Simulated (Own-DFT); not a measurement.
## Calculated data, GaP (zincblende, strained, atoms displaced)

Computed with Own-DFT development build. A calculation, not a measurement: plane-wave PBE density functional theory by an unreviewed code, no spin, of a simulated periodic cell, stress positive in tension, free energy of the whole cell less one offset for each atom, forces on such cells passed a denser k mesh, this cell's mesh not checked; offsets are fitted by least squares, one for each functional and potential file, so energies compare only between cells with the same atoms and settings and are not formation energies; the far tail of each file's local potential was reset to the Coulomb form; each entry is a single point on an unrelaxed cell, so the pressure reflects the starting lattice, mostly measured values (interpolated for alloys), from which strain is counted, and rises with the displacements; printed positions are rounded, which can move forces by about a meV/angstrom; the program, named Own-DFT, is a retired in-house code; no spin-orbit coupling.

Common to all runs: functional PBE; potential files PseudoDojo norm-conserving, scalar-relativistic, standard set; wave cutoff 42 hartree; occupations Fermi-Dirac; smearing width 0.1 eV; hardware one NVIDIA H100; k mesh 3 x 3 x 3 centred on Gamma.

(1) GaP (zincblende, strained, atoms displaced)

```cif
# cell vector a (Å): 10.9726 0.1211 -0.1325
# cell vector b (Å): 0.1211 11.0359 -0.0634
# cell vector c (Å): -0.1325 -0.0634 10.7114
data_GaP
_symmetry_space_group_name_H-M 'P 1'
_symmetry_Int_Tables_number 1
_cell_length_a 10.9741
_cell_length_b 11.0367
_cell_length_c 10.7124
_cell_angle_alpha 90.676
_cell_angle_beta 91.404
_cell_angle_gamma 88.735
_cell_volume 1296.68
loop_
_atom_site_label
_atom_site_type_symbol
_atom_site_fract_x
_atom_site_fract_y
_atom_site_fract_z
_atom_site_occupancy
Ga1 Ga 0.00306 0.00361 0.00209 1
Ga2 Ga 0.99948 0.25564 0.24306 1
Ga3 Ga 0.24718 0.00337 0.24882 1
Ga4 Ga 0.24833 0.24731 0.99873 1
P1 P 0.12032 0.12310 0.12642 1
P2 P 0.12456 0.37703 0.38891 1
P3 P 0.37133 0.13150 0.36996 1
P4 P 0.37897 0.38359 0.12906 1
Ga5 Ga 0.99753 0.99877 0.49604 1
Ga6 Ga 0.00400 0.24756 0.75387 1
Ga7 Ga 0.25041 0.00117 0.75802 1
Ga8 Ga 0.24812 0.25405 0.50001 1
P5 P 0.12647 0.12716 0.62215 1
P6 P 0.11777 0.36367 0.87645 1
P7 P 0.37995 0.12552 0.86678 1
P8 P 0.37842 0.37901 0.62297 1
Ga9 Ga 0.99911 0.50420 0.99546 1
Ga10 Ga 0.00814 0.74861 0.25242 1
Ga11 Ga 0.24864 0.49862 0.24735 1
Ga12 Ga 0.25194 0.75363 0.00640 1
P9 P 0.12571 0.62960 0.12175 1
P10 P 0.12354 0.87735 0.37915 1
P11 P 0.38215 0.62918 0.37835 1
P12 P 0.37153 0.87262 0.12122 1
Ga13 Ga 0.00098 0.49692 0.50950 1
Ga14 Ga 0.99968 0.75777 0.75201 1
Ga15 Ga 0.25613 0.49916 0.75245 1
Ga16 Ga 0.24384 0.74394 0.50045 1
P13 P 0.12517 0.63536 0.62701 1
P14 P 0.12282 0.87522 0.87330 1
P15 P 0.37615 0.62188 0.87674 1
P16 P 0.37295 0.88203 0.63030 1
Ga17 Ga 0.49684 0.99601 0.00412 1
Ga18 Ga 0.49735 0.24808 0.25518 1
Ga19 Ga 0.75126 0.99864 0.24623 1
Ga20 Ga 0.74988 0.23930 0.00122 1
P17 P 0.62832 0.12462 0.12395 1
P18 P 0.62876 0.37363 0.37437 1
P19 P 0.87169 0.12217 0.37248 1
P20 P 0.87554 0.37385 0.11953 1
Ga21 Ga 0.49355 0.00623 0.49875 1
Ga22 Ga 0.50216 0.24669 0.75486 1
Ga23 Ga 0.74650 0.99833 0.76069 1
Ga24 Ga 0.74501 0.24564 0.49927 1
P21 P 0.62268 0.12415 0.62775 1
P22 P 0.62791 0.37467 0.87588 1
P23 P 0.88347 0.12213 0.88274 1
P24 P 0.87681 0.37978 0.62179 1
Ga25 Ga 0.50619 0.50017 0.00110 1
Ga26 Ga 0.50070 0.74989 0.24669 1
Ga27 Ga 0.76550 0.50094 0.25183 1
Ga28 Ga 0.75246 0.75806 0.00690 1
P25 P 0.62043 0.62436 0.12558 1
P26 P 0.62349 0.86830 0.37623 1
P27 P 0.87104 0.62960 0.37276 1
P28 P 0.87073 0.88165 0.12181 1
Ga29 Ga 0.49709 0.50292 0.49849 1
Ga30 Ga 0.50452 0.75051 0.74834 1
Ga31 Ga 0.75411 0.49866 0.75127 1
Ga32 Ga 0.74716 0.75331 0.50634 1
P29 P 0.61926 0.62363 0.62467 1
P30 P 0.62881 0.86879 0.87982 1
P31 P 0.87584 0.62525 0.87605 1
P32 P 0.86925 0.86968 0.62322 1
```

The calculation gives: free energy of cell above offsets -33.122 eV; pressure 3.19 GPa; stress xx -2.85 GPa; stress yy -2.33 GPa; stress zz -4.41 GPa; stress yz -1.26 GPa; stress xz -2.21 GPa; stress xy 1.35 GPa; wall time 520.8 s.

Force:
| element | x (eV/Å) | y (eV/Å) | z (eV/Å) |
| --- | --- | --- | --- |
| Ga | -0.033 | -1.31 | 0.215 |
| Ga | 0.074 | -0.297 | 1.338 |
| Ga | 0.077 | -0.644 | 0.313 |
| Ga | 0.71 | -0.031 | 0.54 |
| P | 0.842 | 0.725 | -0.083 |
| P | -0.298 | 0.358 | -2.141 |
| P | -0.156 | -0.396 | 0.389 |
| P | -0.198 | -1.157 | -0.77 |
| Ga | -0.343 | 0.159 | 0.797 |
| Ga | -1.134 | -0.489 | -1.073 |
| Ga | -0.529 | -0.072 | -0.698 |
| Ga | 0.615 | -0.524 | 0.72 |
| P | -0.085 | -0.444 | 0.184 |
| P | 1.25 | 1.966 | 0.205 |
| P | -0.423 | -0.026 | 1.52 |
| P | -0.004 | -0.567 | 0.206 |
| Ga | 0.296 | -0.712 | 0.413 |
| Ga | -1.153 | 0.395 | -0.111 |
| Ga | -0.087 | 0.48 | 1.058 |
| Ga | -0.565 | -0.942 | -1.311 |
| P | 0.1 | -0.529 | 0.063 |
| P | 0.661 | -0.07 | -0.638 |
| P | -1.289 | 0.136 | -0.946 |
| P | 0.516 | 1.057 | 1.047 |
| Ga | -0.185 | 1.369 | -0.424 |
| Ga | -0.522 | -0.858 | -0.128 |
| Ga | -0.988 | -0.19 | -0.095 |
| Ga | 1.084 | 0.851 | 0.087 |
| P | -0.221 | -1.313 | 0.536 |
| P | 0.592 | 0.546 | 0.796 |
| P | 0.216 | 0.817 | 0.135 |
| P | 0.038 | -0.677 | -0.684 |
| Ga | 0.407 | 0.229 | -0.478 |
| Ga | 0.611 | 0.495 | -0.625 |
| Ga | -0.678 | -0.255 | 0.896 |
| Ga | 0.065 | 0.799 | -0.213 |
| P | -1.074 | -0.113 | 0.309 |
| P | -0.234 | 0.614 | -0.184 |
| P | 0.363 | 0.683 | -0.191 |
| P | -0.037 | 0.474 | -0.346 |
| Ga | 0.231 | -0.747 | 0.062 |
| Ga | 0.091 | 0.86 | -0.646 |
| Ga | 0.407 | -0.045 | -0.458 |
| Ga | 0.447 | 0.064 | 0.395 |
| P | 0.438 | -0.05 | -0.071 |
| P | 0.293 | -0.286 | 0.006 |
| P | -0.968 | 0.522 | -1.418 |
| P | -0.413 | -1.233 | 0.625 |
| Ga | -0.477 | -0.238 | -0.152 |
| Ga | -0.227 | -0.114 | 0.415 |
| Ga | -1.59 | -0.476 | -0.448 |
| Ga | -0.221 | -1.681 | -0.063 |
| P | 1.497 | 0.186 | 0.129 |
| P | -0.17 | 1.443 | -0.341 |
| P | 1.257 | 0.278 | 0.955 |
| P | 1.713 | -0.385 | 0.531 |
| Ga | 0.647 | -0.821 | 0.063 |
| Ga | -0.769 | 0.015 | 0.318 |
| Ga | -0.52 | 0.147 | -0.13 |
| Ga | -0.557 | -1.239 | -0.486 |
| P | 1.045 | -0.042 | 0.07 |
| P | -0.806 | 0.8 | -0.344 |
| P | -0.276 | 0.948 | -0.27 |
| P | 0.644 | 1.554 | 0.631 |

(2) GaP (zincblende, strained, atoms displaced)

```cif
# cell vector a (Å): 10.7670 0.0608 -0.2039
# cell vector b (Å): 0.0608 10.8384 -0.0378
# cell vector c (Å): -0.2039 -0.0378 10.7719
data_GaP
_symmetry_space_group_name_H-M 'P 1'
_symmetry_Int_Tables_number 1
_cell_length_a 10.7691
_cell_length_b 10.8386
_cell_length_c 10.7739
_cell_angle_alpha 90.407
_cell_angle_beta 92.170
_cell_angle_gamma 89.351
_cell_volume 1256.54
loop_
_atom_site_label
_atom_site_type_symbol
_atom_site_fract_x
_atom_site_fract_y
_atom_site_fract_z
_atom_site_occupancy
Ga1 Ga 0.99733 0.98981 0.00063 1
Ga2 Ga 0.99873 0.25244 0.25373 1
Ga3 Ga 0.24720 0.00008 0.24790 1
Ga4 Ga 0.24761 0.24894 0.99350 1
P1 P 0.12428 0.12255 0.13798 1
P2 P 0.12719 0.37375 0.37278 1
P3 P 0.37393 0.12598 0.37812 1
P4 P 0.37881 0.37545 0.12189 1
Ga5 Ga 0.00998 0.99599 0.50002 1
Ga6 Ga 0.00568 0.24924 0.75259 1
Ga7 Ga 0.25055 0.99665 0.75073 1
Ga8 Ga 0.25273 0.25667 0.49360 1
P5 P 0.12655 0.12434 0.62310 1
P6 P 0.12216 0.36817 0.87931 1
P7 P 0.37508 0.12161 0.88204 1
P8 P 0.37935 0.37821 0.61867 1
Ga9 Ga 0.98931 0.49461 0.99916 1
Ga10 Ga 0.00298 0.74666 0.25705 1
Ga11 Ga 0.24638 0.50503 0.24994 1
Ga12 Ga 0.25585 0.74708 0.00264 1
P9 P 0.12163 0.62580 0.12202 1
P10 P 0.12385 0.87561 0.37661 1
P11 P 0.36856 0.62482 0.38181 1
P12 P 0.37705 0.87448 0.11729 1
Ga13 Ga 0.99994 0.50253 0.49575 1
Ga14 Ga 0.00865 0.74383 0.74478 1
Ga15 Ga 0.24884 0.49847 0.74526 1
Ga16 Ga 0.24340 0.74052 0.49440 1
P13 P 0.12396 0.63369 0.62618 1
P14 P 0.12886 0.86914 0.88211 1
P15 P 0.38336 0.62628 0.87290 1
P16 P 0.37275 0.87169 0.62661 1
Ga17 Ga 0.49668 0.00057 0.99824 1
Ga18 Ga 0.49692 0.25561 0.25256 1
Ga19 Ga 0.75394 0.00489 0.24339 1
Ga20 Ga 0.75302 0.24461 0.00027 1
P17 P 0.62150 0.12219 0.12597 1
P18 P 0.62292 0.37123 0.37653 1
P19 P 0.88276 0.12265 0.38150 1
P20 P 0.88235 0.36709 0.12516 1
Ga21 Ga 0.50351 0.00222 0.49528 1
Ga22 Ga 0.49801 0.24797 0.75276 1
Ga23 Ga 0.74307 0.00297 0.74874 1
Ga24 Ga 0.75129 0.24918 0.50102 1
P21 P 0.61718 0.13216 0.62172 1
P22 P 0.61889 0.37223 0.87517 1
P23 P 0.87805 0.11966 0.87615 1
P24 P 0.87201 0.38157 0.62101 1
Ga25 Ga 0.49739 0.49395 0.99360 1
Ga26 Ga 0.50593 0.74988 0.25850 1
Ga27 Ga 0.75784 0.50769 0.25025 1
Ga28 Ga 0.74922 0.75520 0.00351 1
P25 P 0.62206 0.63093 0.12584 1
P26 P 0.63273 0.87626 0.37867 1
P27 P 0.87120 0.62637 0.37734 1
P28 P 0.87965 0.86722 0.12283 1
Ga29 Ga 0.49790 0.49034 0.49429 1
Ga30 Ga 0.49923 0.74369 0.75503 1
Ga31 Ga 0.75105 0.50463 0.75449 1
Ga32 Ga 0.74966 0.75334 0.49604 1
P29 P 0.62841 0.62102 0.62386 1
P30 P 0.62841 0.87216 0.87917 1
P31 P 0.88106 0.62919 0.86715 1
P32 P 0.88248 0.87369 0.62937 1
```

Results for GaP (zincblende, strained, atoms displaced): free energy of cell above offsets -31.770 eV; pressure 6.3 GPa; stress xx -6.52 GPa; stress yy -5.93 GPa; stress zz -6.45 GPa; stress yz -0.31 GPa; stress xz -3.68 GPa; stress xy 1.72 GPa; wall time 514.5 s.

Force:
| element | x (eV/Å) | y (eV/Å) | z (eV/Å) |
| --- | --- | --- | --- |
| Ga | 0.702 | 0.461 | 0.425 |
| Ga | 0.395 | -1.161 | 0.569 |
| Ga | 1.116 | -1.028 | 0.624 |
| Ga | 0.383 | -0.806 | 1.762 |
| P | -0.76 | 0.833 | -2.098 |
| P | -0.378 | 1.222 | -0.12 |
| P | 0.019 | 0.048 | -0.925 |
| P | -1.092 | 0.441 | 0.033 |
| Ga | -0.914 | -0.161 | 0.781 |
| Ga | -1.155 | -0.524 | -0.943 |
| Ga | -0.156 | -0.203 | 0.226 |
| Ga | -0.083 | -1.035 | 1.027 |
| P | 0.643 | 0.769 | 0.19 |
| P | 0.22 | 1.858 | -0.657 |
| P | -0.447 | 0.784 | -1.458 |
| P | -0.699 | -0.427 | 1.067 |
| Ga | 0.792 | 0.362 | -0.145 |
| Ga | -0.336 | -0.246 | -0.44 |
| Ga | 0.326 | -0.724 | -0.432 |
| Ga | -0.229 | -0.825 | -0.195 |
| P | -0.021 | -0.068 | -0.12 |
| P | 0.816 | -0.155 | -0.621 |
| P | 1.246 | -0.184 | -1.122 |
| P | 0.275 | 0.266 | 1.715 |
| Ga | 0.26 | -0.432 | 0.599 |
| Ga | -0.784 | 1.289 | 1.41 |
| Ga | 0.146 | -0.102 | 0.482 |
| Ga | 0.328 | 1.298 | 1.023 |
| P | 0.675 | -1.944 | -1.071 |
| P | -0.161 | 0.499 | -0.957 |
| P | -1.621 | -0.652 | 0.285 |
| P | 0.416 | 0.055 | -0.636 |
| Ga | 0.946 | -0.932 | 0.404 |
| Ga | 0.034 | -1.176 | -0.23 |
| Ga | 0.494 | -0.782 | 0.605 |
| Ga | -0.53 | -0.202 | -0.021 |
| P | -0.012 | 0.944 | -0.118 |
| P | 1.109 | 0.787 | -0.743 |
| P | -0.746 | 0.416 | -0.607 |
| P | -1.497 | 1.165 | -0.052 |
| Ga | -0.54 | -0.861 | 0.674 |
| Ga | -0.729 | -0.21 | -0.126 |
| Ga | 0.351 | -0.47 | -0.11 |
| Ga | 0.093 | -0.317 | 0.077 |
| P | 0.875 | -0.34 | 0.306 |
| P | 1.577 | 0.252 | -0.045 |
| P | -0.135 | 0.537 | -0.401 |
| P | 0.672 | -0.378 | 0.74 |
| Ga | 0.39 | 0.429 | 1.02 |
| Ga | -0.968 | 0.132 | -0.246 |
| Ga | -1.105 | -1.384 | -0.758 |
| Ga | 0.3 | -1.367 | -0.215 |
| P | 0.33 | -0.86 | -0.425 |
| P | -0.553 | 1.181 | -1.018 |
| P | 0.9 | 0.676 | -0.014 |
| P | -0.097 | 0.849 | 1.008 |
| Ga | 0.589 | 1.091 | 0.463 |
| Ga | 0.859 | 0.65 | -1.097 |
| Ga | -0.262 | -0.913 | -0.188 |
| Ga | 0.557 | -0.684 | 1.701 |
| P | -0.726 | 0.632 | -0.532 |
| P | -0.795 | 0.949 | -0.92 |
| P | -0.576 | 0.085 | 1.14 |
| P | -0.726 | 0.595 | -0.55 |

(3) GaP (zincblende, strained, atoms displaced)

```cif
# cell vector a (Å): 11.1044 -0.2058 -0.1803
# cell vector b (Å): -0.2058 10.7590 0.1628
# cell vector c (Å): -0.1803 0.1628 10.9183
data_GaP
_symmetry_space_group_name_H-M 'P 1'
_symmetry_Int_Tables_number 1
_cell_length_a 11.1078
_cell_length_b 10.7622
_cell_length_c 10.9210
_cell_angle_alpha 88.261
_cell_angle_beta 91.892
_cell_angle_gamma 92.171
_cell_volume 1303.34
loop_
_atom_site_label
_atom_site_type_symbol
_atom_site_fract_x
_atom_site_fract_y
_atom_site_fract_z
_atom_site_occupancy
Ga1 Ga 0.00083 0.99874 0.00267 1
Ga2 Ga 0.99089 0.25301 0.25013 1
Ga3 Ga 0.25125 0.00590 0.25120 1
Ga4 Ga 0.25018 0.26084 0.99582 1
P1 P 0.12393 0.13130 0.12578 1
P2 P 0.12461 0.37704 0.37257 1
P3 P 0.37821 0.12695 0.37683 1
P4 P 0.37200 0.37672 0.11638 1
Ga5 Ga 0.99924 0.99536 0.50480 1
Ga6 Ga 0.00608 0.24440 0.75294 1
Ga7 Ga 0.25052 0.00145 0.75350 1
Ga8 Ga 0.25430 0.24863 0.49738 1
P5 P 0.11852 0.13269 0.63016 1
P6 P 0.12288 0.38185 0.87467 1
P7 P 0.37159 0.12259 0.87184 1
P8 P 0.37860 0.38514 0.62641 1
Ga9 Ga 0.00399 0.49432 0.00201 1
Ga10 Ga 0.00242 0.75665 0.24646 1
Ga11 Ga 0.25030 0.50076 0.25224 1
Ga12 Ga 0.24975 0.75671 0.99748 1
P9 P 0.11863 0.62415 0.11830 1
P10 P 0.13028 0.87331 0.37119 1
P11 P 0.37671 0.62340 0.37338 1
P12 P 0.37858 0.87910 0.12985 1
Ga13 Ga 0.99696 0.50150 0.49921 1
Ga14 Ga 0.00430 0.75138 0.74905 1
Ga15 Ga 0.24867 0.50121 0.74997 1
Ga16 Ga 0.25547 0.74906 0.51009 1
P13 P 0.12183 0.61835 0.62207 1
P14 P 0.13678 0.87256 0.86816 1
P15 P 0.37051 0.62352 0.87589 1
P16 P 0.37596 0.87541 0.62019 1
Ga17 Ga 0.50056 0.99886 0.00651 1
Ga18 Ga 0.49716 0.24060 0.25135 1
Ga19 Ga 0.75865 0.99213 0.25301 1
Ga20 Ga 0.75356 0.25197 0.00181 1
P17 P 0.63166 0.12841 0.12508 1
P18 P 0.62034 0.38154 0.38089 1
P19 P 0.87987 0.12239 0.37103 1
P20 P 0.87727 0.37610 0.12058 1
Ga21 Ga 0.49603 0.00605 0.50515 1
Ga22 Ga 0.49211 0.24790 0.74375 1
Ga23 Ga 0.75336 0.00049 0.75340 1
Ga24 Ga 0.75106 0.24364 0.50112 1
P21 P 0.62461 0.12077 0.62744 1
P22 P 0.62290 0.36698 0.87989 1
P23 P 0.87189 0.12725 0.87312 1
P24 P 0.87670 0.37962 0.62313 1
Ga25 Ga 0.48853 0.49744 0.99977 1
Ga26 Ga 0.50361 0.75415 0.24034 1
Ga27 Ga 0.75277 0.49523 0.24602 1
Ga28 Ga 0.74699 0.75314 0.99394 1
P25 P 0.62124 0.62804 0.12209 1
P26 P 0.63173 0.87844 0.37255 1
P27 P 0.87633 0.62291 0.37904 1
P28 P 0.87561 0.87275 0.12779 1
Ga29 Ga 0.49441 0.50238 0.49866 1
Ga30 Ga 0.50015 0.75421 0.74760 1
Ga31 Ga 0.74995 0.49286 0.74813 1
Ga32 Ga 0.75232 0.74605 0.50629 1
P29 P 0.62405 0.63411 0.62563 1
P30 P 0.63032 0.87987 0.87570 1
P31 P 0.88237 0.63237 0.87132 1
P32 P 0.87748 0.88110 0.62456 1
```

Results for GaP (zincblende, strained, atoms displaced): free energy of cell above offsets -32.378 eV; pressure 3 GPa; stress xx -1.86 GPa; stress yy -4.02 GPa; stress zz -3.1 GPa; stress yz 2.81 GPa; stress xz -1.98 GPa; stress xy -3.64 GPa; wall time 558.5 s.

Force:
| element | x (eV/Å) | y (eV/Å) | z (eV/Å) |
| --- | --- | --- | --- |
| Ga | 0.272 | 0.012 | -0.548 |
| Ga | 1.281 | -0.115 | -0.216 |
| Ga | -0.072 | -0.212 | -0.351 |
| Ga | -0.445 | -1.31 | -0.453 |
| P | 0.048 | 0.162 | -0.06 |
| P | -0.334 | -0.258 | 0.499 |
| P | -0.895 | -0.188 | 0.434 |
| P | -0.042 | -0.446 | 2.286 |
| Ga | 1.047 | 0.666 | -1.133 |
| Ga | -0.904 | 1.101 | -0.003 |
| Ga | 0.095 | 0.148 | -1.509 |
| Ga | -0.373 | 0.527 | 0.302 |
| P | 1.238 | -0.972 | -0.784 |
| P | -0.095 | -0.535 | -0.104 |
| P | 0.447 | 0.676 | 1.035 |
| P | -1.08 | -0.82 | 0.154 |
| Ga | -0.457 | 0.674 | -1.097 |
| Ga | 0.072 | -1.309 | 0.302 |
| Ga | -0.155 | 0.077 | -0.94 |
| Ga | 0.597 | -1.003 | 0.621 |
| P | 1.02 | 0.825 | 1.114 |
| P | -0.061 | 0.316 | 1.13 |
| P | -0.201 | 1.142 | -0.097 |
| P | -1.159 | 0.118 | -0.248 |
| Ga | 0.569 | -0.655 | -0.602 |
| Ga | 0.314 | -0.033 | -0.726 |
| Ga | 0.083 | -0.061 | -0.372 |
| Ga | -0.744 | -0.872 | -1.551 |
| P | 0.335 | 1.053 | 0.561 |
| P | -1.752 | 0.512 | 0.734 |
| P | 0.249 | 1.032 | -0.186 |
| P | -0.134 | 0.793 | 1.305 |
| Ga | 0.556 | 0.539 | -0.874 |
| Ga | 1.015 | 1.42 | -0.821 |
| Ga | -0.247 | 0.661 | -0.789 |
| Ga | -0.072 | -0.412 | -0.587 |
| P | -0.373 | -0.586 | 0.77 |
| P | 0.298 | -0.917 | -0.536 |
| P | -0.569 | 0.088 | 1.092 |
| P | -0.562 | 0.253 | 0.563 |
| Ga | 0.972 | -0.795 | -0.932 |
| Ga | 0.922 | -0.12 | 0.377 |
| Ga | 0.009 | -0.161 | -0.749 |
| Ga | 0.059 | 0.451 | -0.447 |
| P | -0.005 | 0.644 | 0.35 |
| P | -0.44 | 0.832 | -0.527 |
| P | 0.617 | 0.103 | 0.856 |
| P | -0.218 | -1.096 | 0.602 |
| Ga | 1.736 | 0.444 | -0.665 |
| Ga | 0.441 | -0.564 | 1.139 |
| Ga | -0.417 | 0.479 | 0.239 |
| Ga | 0.782 | -0.794 | 0.319 |
| P | 0.305 | -0.537 | -0.166 |
| P | -0.996 | -0.499 | 0.924 |
| P | -0.364 | 0.811 | -0.807 |
| P | -0.389 | 0.273 | -0.678 |
| Ga | 1.199 | 0.479 | -0.072 |
| Ga | 0.201 | -0.336 | 0.446 |
| Ga | -0.113 | 0.654 | 0.265 |
| Ga | 0.319 | 0.514 | -1.007 |
| P | -0.464 | -1.154 | 0.555 |
| P | -1.284 | 0.102 | 0.04 |
| P | -1.051 | -1.021 | 0.714 |
| P | -0.633 | -0.802 | 0.911 |
